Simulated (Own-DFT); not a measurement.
Hf$_{31}$SiO$_{64}$ (monoclinic hafnia with substituted atoms, atoms displaced), Hf$_{16}$O$_{31}$ (monoclinic hafnia with two neutral oxygen vacancies, strained, atoms displaced) (calculated)

A calculation, not a measurement: plane-wave PBE and HSE06 DFT by an unreviewed code, no spin, of a simulated cell at Gamma alone, so results move with cell size and shape, stress positive in tension, energies less offsets, not probed for a lower state with spin; hafnium file: forces about 75 meV/angstrom off all-electron values; oxygen file: force components 24 meV/angstrom off all-electron in a glass; k mesh not checked against a denser one; forces and stress are PBE's, HSE06 gives the energy alone, and its difference from PBE has offsets of its own; offsets are fitted by least squares, one for each functional and potential file, so energies compare only between cells with the same atoms and settings and are not formation energies; the far tail of each file's local potential was reset to the Coulomb form; each entry is a single point on an unrelaxed cell, so the pressure reflects the starting lattice, mostly measured values, from which strain is counted, and rises with the displacements; printed positions are rounded, which can move forces by about a meV/angstrom; the program is a retired in-house code; no spin-orbit coupling. Program: Own-DFT development build.

Common to all runs: first functional PBE; second functional HSE06; exact exchange share 0.25; screening 0.11 1/bohr; exchange divergence Gygi-Baldereschi; potential files PseudoDojo norm-conserving, scalar-relativistic, made for PBE, standard set; wave cutoff 48 hartree; occupations fixed; k mesh 1 x 1 x 1 centred on Gamma.

(1) Hf$_{31}$SiO$_{64}$ (monoclinic hafnia with substituted atoms, atoms displaced)

```cif
# cell vector a (Å): 10.2340 0.0000 0.0000
# cell vector b (Å): 0.0000 10.3500 0.0000
# cell vector c (Å): -1.6955 0.0000 10.4453
data_Hf31SiO64
_symmetry_space_group_name_H-M 'P 1'
_symmetry_Int_Tables_number 1
_cell_length_a 10.2340
_cell_length_b 10.3500
_cell_length_c 10.5820
_cell_angle_alpha 90.000
_cell_angle_beta 99.220
_cell_angle_gamma 90.000
_cell_volume 1106.39
loop_
_atom_site_label
_atom_site_type_symbol
_atom_site_fract_x
_atom_site_fract_y
_atom_site_fract_z
_atom_site_occupancy
Hf1 Hf 0.13324 0.02763 0.09638 1
Hf2 Hf 0.36076 0.26227 0.15010 1
Hf3 Hf 0.34972 0.48305 0.38637 1
Hf4 Hf 0.13036 0.22351 0.35664 1
O1 O 0.04073 0.16996 0.17047 1
O2 O 0.45485 0.41178 0.07267 1
O3 O 0.46446 0.33554 0.33607 1
O4 O 0.02466 0.08641 0.43231 1
O5 O 0.22511 0.37084 0.24059 1
O6 O 0.28220 0.14226 0.00806 1
O7 O 0.27306 0.12068 0.26685 1
O8 O 0.23492 0.38456 0.49837 1
Hf5 Hf 0.13303 0.02435 0.61943 1
Hf6 Hf 0.36328 0.27243 0.64435 1
Hf7 Hf 0.36052 0.47693 0.89861 1
Hf8 Hf 0.13362 0.22904 0.84381 1
O9 O 0.04383 0.15384 0.66756 1
O10 O 0.46971 0.41614 0.57606 1
O11 O 0.47736 0.32934 0.83442 1
O12 O 0.05299 0.08585 0.92421 1
O13 O 0.22677 0.37771 0.73831 1
O14 O 0.27975 0.13735 0.52031 1
O15 O 0.27788 0.10549 0.75906 1
O16 O 0.21528 0.36802 0.97786 1
Hf9 Hf 0.13293 0.52170 0.09993 1
Hf10 Hf 0.37311 0.77593 0.14794 1
Hf11 Hf 0.36375 0.99453 0.39828 1
Hf12 Hf 0.14709 0.73122 0.34652 1
O17 O 0.03770 0.66671 0.17671 1
O18 O 0.46770 0.93300 0.08474 1
O19 O 0.45963 0.85020 0.32845 1
O20 O 0.04461 0.59071 0.41661 1
O21 O 0.22345 0.87150 0.24072 1
O22 O 0.27539 0.64772 0.02158 1
O23 O 0.28781 0.61189 0.26020 1
O24 O 0.22392 0.87352 0.50833 1
Hf13 Hf 0.14127 0.51145 0.61115 1
Hf14 Hf 0.36951 0.77021 0.64568 1
Hf15 Hf 0.36132 0.97697 0.89292 1
Hf16 Hf 0.14162 0.74126 0.85254 1
O25 O 0.03128 0.66582 0.66949 1
O26 O 0.45300 0.91873 0.56459 1
O27 O 0.46432 0.84464 0.82261 1
O28 O 0.03735 0.57888 0.92243 1
O29 O 0.22444 0.88836 0.74445 1
O30 O 0.29643 0.61966 0.51212 1
O31 O 0.27981 0.62561 0.74208 1
O32 O 0.23330 0.86758 0.99761 1
Hf17 Hf 0.63865 0.01552 0.11449 1
Hf18 Hf 0.85303 0.27124 0.13597 1
Hf19 Hf 0.85482 0.46268 0.39077 1
Hf20 Hf 0.63925 0.23242 0.34684 1
O33 O 0.54078 0.17049 0.17670 1
O34 O 0.96423 0.42145 0.07911 1
O35 O 0.96376 0.32881 0.31849 1
O36 O 0.54390 0.08119 0.42419 1
O37 O 0.71625 0.38086 0.23041 1
O38 O 0.77081 0.12570 0.00110 1
O39 O 0.77435 0.12104 0.24507 1
O40 O 0.71931 0.37308 0.48501 1
Hf21 Hf 0.62915 0.01351 0.60026 1
Si1 Si 0.85314 0.25931 0.64596 1
Hf22 Hf 0.85563 0.46544 0.89748 1
Hf23 Hf 0.63859 0.21550 0.85257 1
O41 O 0.53296 0.16599 0.67481 1
O42 O 0.96916 0.41471 0.57178 1
O43 O 0.95851 0.31368 0.81948 1
O44 O 0.53521 0.08272 0.91097 1
O45 O 0.72367 0.36278 0.73913 1
O46 O 0.77950 0.11814 0.50605 1
O47 O 0.78321 0.13316 0.76054 1
O48 O 0.73546 0.38736 0.99176 1
Hf24 Hf 0.64040 0.51465 0.11239 1
Hf25 Hf 0.84766 0.76362 0.15014 1
Hf26 Hf 0.86997 0.98393 0.38947 1
Hf27 Hf 0.63578 0.72152 0.35572 1
O49 O 0.53927 0.66600 0.17738 1
O50 O 0.95975 0.92659 0.07004 1
O51 O 0.95763 0.83038 0.31857 1
O52 O 0.54054 0.58885 0.42649 1
O53 O 0.70814 0.87785 0.24553 1
O54 O 0.77315 0.62458 0.00421 1
O55 O 0.78002 0.61929 0.25173 1
O56 O 0.73467 0.87149 0.48024 1
Hf28 Hf 0.63492 0.51469 0.60052 1
Hf29 Hf 0.87457 0.75838 0.63761 1
Hf30 Hf 0.86324 0.98609 0.89146 1
Hf31 Hf 0.62562 0.73497 0.84786 1
O57 O 0.52584 0.66042 0.67988 1
O58 O 0.96985 0.92227 0.58064 1
O59 O 0.97178 0.82683 0.83431 1
O60 O 0.52842 0.58577 0.92850 1
O61 O 0.71632 0.88394 0.72997 1
O62 O 0.79564 0.61545 0.51912 1
O63 O 0.77612 0.61143 0.77070 1
O64 O 0.72015 0.87036 0.98392 1
```

Results for Hf$_{31}$SiO$_{64}$ (monoclinic hafnia with substituted atoms, atoms displaced): PBE energy of cell above offsets -80.369 eV; HSE06 less PBE above offsets 0.658 eV; PBE pressure 6.51 GPa; PBE stress xx -6.32 GPa; PBE stress yy -6.83 GPa; PBE stress zz -6.39 GPa; PBE stress yz 0.71 GPa; PBE stress xz -0.58 GPa; PBE stress xy 0.79 GPa.

Force:
```
element  x (eV/Å)  y (eV/Å)  z (eV/Å)
     Hf     0.981    -2.168     1.503
     Hf    -0.237     1.682    -0.436
     Hf     1.488    -1.362     2.484
     Hf     1.183     0.942     0.195
      O    -1.375     0.506     0.112
      O     0.804     0.219      1.14
      O     1.312    -0.924    -0.756
      O     2.617     1.771    -0.949
      O    -0.658     0.292    -0.239
      O    -0.152    -1.598     0.193
      O    -0.197      0.52    -0.871
      O    -1.561    -1.996    -1.178
     Hf     5.411    -6.002    -4.329
     Hf     1.249     0.744     0.857
     Hf     0.778    -0.084    -0.429
     Hf     2.214     0.871      1.21
      O    -6.445     7.307     1.945
      O    -0.006     -0.59     0.379
      O    -1.712     1.346    -0.356
      O    -2.366    -1.254    -1.187
      O     0.225    -0.634     0.535
      O     -0.85     -0.42    -1.583
      O     0.151     2.894     0.637
      O    -0.031     1.099     0.835
     Hf      0.82     0.674    -0.217
     Hf    -1.516     0.891     0.543
     Hf    -1.259    -2.379     0.035
     Hf    -0.816     0.072     1.936
      O    -0.505     0.018    -0.999
      O    -1.209    -1.264    -0.368
      O     1.707    -2.026    -0.171
      O     -1.05    -1.762     0.843
      O     0.031      1.37    -0.651
      O    -0.035    -2.559    -1.831
      O    -0.924     2.012    -1.493
      O    -0.133    -0.649    -2.473
     Hf     0.564     2.624    -2.323
     Hf    -3.229     0.136     -1.76
     Hf    -0.447     1.716     1.326
     Hf     0.157    -2.006     0.683
      O     2.504     -1.28     0.586
      O     2.477     0.352     1.962
      O     0.478    -0.871    -0.149
      O     0.405     0.072    -0.453
      O    -0.351    -2.483     1.315
      O    -0.868      1.43    -0.504
      O    -1.188    -0.685     2.689
      O    -0.141     1.781    -0.894
     Hf      0.73     0.097    -2.535
     Hf     2.081    -0.439     0.239
     Hf     2.781     3.206     1.589
     Hf    -1.683    -0.929       1.8
      O    -0.562    -0.043    -0.634
      O     -0.46     -1.47     0.379
      O     -1.11     0.358     0.165
      O    -0.227     1.014    -1.074
      O     0.904    -2.003     1.896
      O      0.88     0.748     1.015
      O     0.811     0.476      1.47
      O     0.505    -1.125    -0.046
     Hf     0.886     0.662     -0.08
     Si     0.412     0.041     2.617
     Hf     3.197     3.767    -2.752
     Hf    -0.777      2.53    -0.731
      O     0.768    -1.182    -0.818
      O    -2.091    -2.605     0.366
      O    -0.954     0.612    -1.409
      O     -1.02     -1.73     1.453
      O     1.353     0.395    -2.107
      O      0.05       3.2     1.761
      O     1.563    -0.665    -2.034
      O    -3.332    -3.627     1.242
     Hf    -1.548     2.872    -4.121
     Hf     2.363     0.875    -1.918
     Hf    -1.779    -2.426     0.813
     Hf     0.824     2.907     0.559
      O     0.124    -0.157    -0.002
      O    -0.159     -0.23     0.453
      O     0.376     0.654     0.517
      O    -0.753        -1     0.111
      O     1.194    -0.041    -1.433
      O    -0.441     0.615     1.446
      O    -0.894    -1.134     1.759
      O    -0.793    -1.047     0.667
     Hf     0.411     0.299     1.867
     Hf    -2.287     2.539     0.789
     Hf     0.344    -2.241     0.302
     Hf     2.551    -2.152     1.538
      O      2.04    -0.506    -0.621
      O    -1.753    -1.817     0.003
      O    -1.635     1.534    -0.521
      O     0.048     0.486    -0.003
      O     0.696    -0.793      1.13
      O    -1.378     0.012    -1.573
      O    -0.675     0.584    -1.592
      O     0.122      0.53     0.711
```

(2) Hf$_{16}$O$_{31}$ (monoclinic hafnia with two neutral oxygen vacancies, strained, atoms displaced)

```cif
# cell vector a (Å): 10.2387 0.1080 -0.0328
# cell vector b (Å): 0.1093 10.5208 -0.2035
# cell vector c (Å): -1.7297 -0.2233 10.4610
data_Hf16O31
_symmetry_space_group_name_H-M 'P 1'
_symmetry_Int_Tables_number 1
_cell_length_a 10.2393
_cell_length_b 10.5233
_cell_length_c 10.6054
_cell_angle_alpha 92.397
_cell_angle_beta 99.583
_cell_angle_gamma 88.797
_cell_volume 1125.70
loop_
_atom_site_label
_atom_site_type_symbol
_atom_site_fract_x
_atom_site_fract_y
_atom_site_fract_z
_atom_site_occupancy
Hf1 Hf 0.14033 0.02189 0.10867 1
Hf2 Hf 0.36103 0.27254 0.14177 1
Hf3 Hf 0.35853 0.47933 0.39636 1
Hf4 Hf 0.14097 0.23114 0.35249 1
O1 O 0.03045 0.16122 0.16870 1
O2 O 0.46121 0.41807 0.07431 1
O3 O 0.46379 0.33635 0.32562 1
O4 O 0.03345 0.08398 0.42529 1
O5 O 0.22213 0.38317 0.24170 1
O6 O 0.27786 0.12419 0.00785 1
O7 O 0.27624 0.11811 0.25883 1
O8 O 0.22604 0.37281 0.48718 1
Hf5 Hf 0.13990 0.01688 0.60439 1
Hf6 Hf 0.36063 0.27111 0.64324 1
Hf7 Hf 0.35836 0.47928 0.89640 1
Hf8 Hf 0.13845 0.22940 0.85484 1
O9 O 0.03318 0.16956 0.67318 1
O10 O 0.46163 0.41617 0.57665 1
O11 O 0.46606 0.33018 0.82878 1
O12 O 0.04017 0.08597 0.92676 1
O13 O 0.22642 0.38174 0.73693 1
O14 O 0.27128 0.12762 0.51268 1
O15 O 0.27701 0.11845 0.76186 1
O16 O 0.22582 0.37394 0.99245 1
Hf9 Hf 0.13336 0.51889 0.10422 1
Hf10 Hf 0.35843 0.77370 0.13954 1
Hf11 Hf 0.36243 0.98428 0.39639 1
Hf12 Hf 0.13992 0.72739 0.35495 1
O17 O 0.03565 0.67100 0.17305 1
O18 O 0.46676 0.91523 0.07978 1
O19 O 0.45819 0.82999 0.32517 1
O20 O 0.03920 0.58618 0.42115 1
O21 O 0.22513 0.87942 0.23678 1
O22 O 0.27464 0.62960 0.00780 1
O23 O 0.27310 0.61591 0.25773 1
O24 O 0.22638 0.87418 0.49567 1
Hf13 Hf 0.13477 0.51647 0.60742 1
Hf14 Hf 0.36665 0.76969 0.64774 1
Hf15 Hf 0.35922 0.97749 0.90005 1
Hf16 Hf 0.13869 0.73078 0.85185 1
O25 O 0.03142 0.66252 0.67025 1
O26 O 0.46441 0.91578 0.57812 1
O27 O 0.46421 0.82892 0.82778 1
O28 O 0.03409 0.58150 0.92244 1
O29 O 0.22319 0.87975 0.73725 1
O30 O 0.27849 0.63107 0.50868 1
O31 O 0.27217 0.62666 0.76454 1
O32 O 0.22365 0.87409 0.98526 1
Hf17 Hf 0.64614 0.01643 0.09990 1
Hf18 Hf 0.86180 0.27517 0.14665 1
Hf19 Hf 0.86674 0.48179 0.39240 1
Hf20 Hf 0.63253 0.22694 0.35102 1
O33 O 0.53538 0.16813 0.17784 1
O34 O 0.96033 0.41760 0.07577 1
O35 O 0.96289 0.33203 0.32002 1
O36 O 0.53681 0.08670 0.42040 1
O37 O 0.72427 0.38065 0.24370 1
O38 O 0.77822 0.13025 0.01117 1
O39 O 0.72791 0.36666 0.48905 1
Hf21 Hf 0.64000 0.02061 0.60637 1
Hf22 Hf 0.85761 0.26888 0.64662 1
Hf23 Hf 0.86164 0.47822 0.89542 1
Hf24 Hf 0.63358 0.22765 0.85229 1
O40 O 0.53811 0.16385 0.67269 1
O41 O 0.96328 0.41509 0.57302 1
O42 O 0.96697 0.33424 0.82784 1
O43 O 0.53472 0.08536 0.92455 1
O44 O 0.72329 0.37929 0.73574 1
O45 O 0.77574 0.11962 0.76173 1
O46 O 0.72646 0.36647 0.98839 1
Hf25 Hf 0.64322 0.51702 0.10714 1
Hf26 Hf 0.85973 0.76686 0.14258 1
Hf27 Hf 0.85876 0.97737 0.39727 1
Hf28 Hf 0.63890 0.72332 0.35712 1
O47 O 0.53605 0.66336 0.17645 1
O48 O 0.96036 0.91431 0.07411 1
O49 O 0.96457 0.84033 0.32856 1
O50 O 0.53839 0.58670 0.43124 1
O51 O 0.72472 0.88018 0.23952 1
O52 O 0.77571 0.63182 0.01267 1
O53 O 0.78279 0.62338 0.26012 1
O54 O 0.72972 0.87462 0.48678 1
Hf29 Hf 0.63570 0.51486 0.60271 1
Hf30 Hf 0.86153 0.76682 0.64512 1
Hf31 Hf 0.86150 0.98083 0.89302 1
Hf32 Hf 0.64026 0.73102 0.85263 1
O55 O 0.53804 0.66583 0.67247 1
O56 O 0.96000 0.91763 0.57291 1
O57 O 0.96484 0.83438 0.82338 1
O58 O 0.53760 0.58476 0.92268 1
O59 O 0.72245 0.87542 0.74022 1
O60 O 0.77432 0.62809 0.50588 1
O61 O 0.77794 0.61770 0.76045 1
O62 O 0.72290 0.87072 0.98800 1
```

It finds PBE energy of cell above offsets -91.108 eV; HSE06 less PBE above offsets 1.023 eV; PBE pressure -0.14 GPa; PBE stress xx -0.7 GPa; PBE stress yy 3 GPa; PBE stress zz -1.87 GPa; PBE stress yz -3.79 GPa; PBE stress xz -0.38 GPa; PBE stress xy 3.58 GPa.

Force:
```
element  x (eV/Å)  y (eV/Å)  z (eV/Å)
     Hf    -0.851    -0.887    -1.186
     Hf     0.936     0.249     0.414
     Hf     0.514     0.856    -0.153
     Hf     -1.33    -1.128     0.316
      O     0.051     0.839      0.85
      O      0.53    -0.208     0.399
      O    -0.467     0.262    -0.208
      O     0.263     0.767    -0.512
      O    -0.273    -1.021    -0.294
      O    -0.187      0.99     0.952
      O    -0.078     0.794     0.206
      O    -0.289    -0.361      0.07
     Hf    -0.976     0.385    -0.294
     Hf     0.603    -0.212     0.314
     Hf     1.285     0.947     0.385
     Hf    -0.473    -1.147     -0.15
      O     0.299    -0.283     0.143
      O     0.133    -0.298     0.362
      O    -0.753     0.476    -0.408
      O     -0.53    -0.116    -0.624
      O    -0.177    -0.214     0.362
      O     0.526      0.63    -0.283
      O    -0.035     0.401    -0.226
      O    -0.272    -0.584    -0.611
     Hf     0.457      0.77    -0.241
     Hf     1.119    -0.177     0.937
     Hf      0.62    -1.454     0.362
     Hf    -0.191     0.869     0.218
      O     0.083    -0.438    -0.104
      O    -0.134      0.03    -0.263
      O     0.552      0.13       0.5
      O    -0.418    -0.592     0.053
      O    -0.417     0.059     0.158
      O    -0.354     0.021      0.28
      O      0.09     0.318     0.104
      O     0.011    -0.421    -1.133
     Hf     0.229     0.592     -0.94
     Hf    -0.223     0.688    -0.809
     Hf     0.919     0.337    -0.679
     Hf    -0.647    -0.286     0.629
      O     0.059     0.182     0.237
      O     0.377     0.226    -0.179
      O    -0.024     0.406     0.353
      O     0.111     0.244    -0.138
      O    -0.144    -0.345     0.648
      O    -0.354      -0.3     0.502
      O     0.587    -0.916    -0.688
      O    -0.054    -0.432     0.267
     Hf    -1.075     0.629     0.755
     Hf     -0.26    -1.089    -1.053
     Hf    -0.576    -0.286      0.92
     Hf     0.848    -0.147      1.15
      O     0.053    -0.546    -1.389
      O      0.45      0.28      0.46
      O      0.95     0.214     0.875
      O     -0.51    -0.619     0.495
      O    -0.068     0.324    -0.601
      O    -0.215    -0.397     0.312
      O      0.01    -0.063    -0.046
     Hf     0.168    -0.511    -0.606
     Hf      0.45      0.23    -1.055
     Hf    -0.157     0.314    -0.243
     Hf     0.311     -0.61     1.016
      O    -1.024     0.782    -0.287
      O     0.511     0.167     0.254
      O    -0.165     0.056     0.053
      O    -0.063    -0.172    -0.175
      O    -0.191    -0.312     0.683
      O     0.316    -0.049     -0.51
      O    -0.227       0.7     0.053
     Hf    -1.119     0.754    -0.996
     Hf     0.562     1.872     0.738
     Hf     0.384     0.565    -0.246
     Hf    -0.863     0.963    -0.399
      O     0.101    -0.252    -0.162
      O     0.535     0.225     0.026
      O     0.992    -1.287    -0.451
      O    -0.803    -0.548    -0.878
      O     -0.03      0.25    -0.345
      O    -0.162    -0.904    -0.415
      O    -0.291    -0.439    -0.002
      O    -0.993    -0.666     0.299
     Hf     0.553     0.413    -0.062
     Hf    -0.056     0.979    -0.596
     Hf     0.689    -0.093     1.043
     Hf    -0.547    -1.049     0.413
      O    -0.097    -0.056     0.019
      O     0.464    -0.274     1.155
      O     0.127    -0.004     0.003
      O    -0.367    -0.496     0.001
      O     0.086     0.287    -0.156
      O      0.25    -0.102     0.523
      O      0.11     0.141    -0.159
      O     0.235     0.188    -0.316
```
